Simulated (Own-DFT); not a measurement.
# Strain and stress in wurtzite AlN, 72 atoms (Al36N36)

These are calculations, not measurements. The program, named Own-DFT, is a retired in-house plane-wave density functional code that no person has reviewed. Each row is one single-point run on a periodic cell that was not relaxed, without spin or spin-orbit coupling.

Settings of every run: PBE; PseudoDojo norm-conserving scalar-relativistic files; cutoff 42 hartree; 4 x 4 x 3 k mesh centred on Gamma; Gaussian smearing of 0.01 eV.

Known limits: k mesh not checked against a denser one; stress not checked against mesh or cutoff.

Unstrained cell vectors in Å: (9.336, 0.000, 0.000); (-4.668, 8.085, 0.000); (0.000, 0.000, 9.964). The unstrained cell has measured lattice constants (interpolated for alloys), not those of this functional. That, the random moves and any unrelaxed bonds set the pressure at no strain. Each run strains this cell uniformly, with the atoms carried along. Every atom was also moved at random, by a Gaussian of width 0.05 Å on each axis. Strain is the symmetric tensor, in per cent. Stress is positive in tension, and the pressure is minus a third of its trace.

| run | e_xx (%) | e_yy (%) | e_zz (%) | s_xx (GPa) | s_yy (GPa) | s_zz (GPa) | P (GPa) | E (meV/atom) |
|---|---|---|---|---|---|---|---|---|
| 1 | 0.00 | 0.00 | -2.00 | -5.15 | -7.43 | -16.92 | 9.83 | 20.7 |
| 2 | 0.00 | 0.00 | 1.50 | -4.65 | -4.32 | 0.68 | 2.76 | 13.0 |
| 3 | 0.00 | 0.00 | -1.75 | -8.33 | -6.89 | -12.79 | 9.34 | 16.8 |
| 4 | 0.00 | 0.00 | 0.75 | -4.36 | -5.15 | -1.96 | 3.82 | 0.0 |
| 5 | 0.00 | 0.00 | -1.00 | -6.15 | -3.82 | -12.99 | 7.65 | 9.8 |
| 6 | 0.00 | 0.00 | -0.25 | -4.58 | -8.91 | -5.11 | 6.20 | 11.0 |
| 7 | 0.00 | 0.00 | 2.25 | -2.78 | -3.70 | 2.76 | 1.24 | 1.1 |
| 8 | 0.00 | 0.00 | -1.50 | -8.20 | -5.73 | -13.00 | 8.98 | 26.7 |
| 9 | 0.00 | 0.00 | 1.25 | ? | ? | ? | ? | ? |

E is the free energy for each atom above the lowest run shown.

## Worked fit

The change of volume is close to e_xx + e_yy + e_zz. A straight line through the runs shown gives P = 5.71 - 205 x (fractional change of volume) GPa, with an error of 4 on the slope and a scatter of 0.19 GPa. The strain isn't the same on all axes and the cell isn't cubic, so the slope belongs to this path and is not the bulk modulus.

## Withheld run

Question: what pressure should run 9 give? Its volume changes by 1.25 %.

The line gives 3.1 GPa. The calculation gave 2.99 GPa.
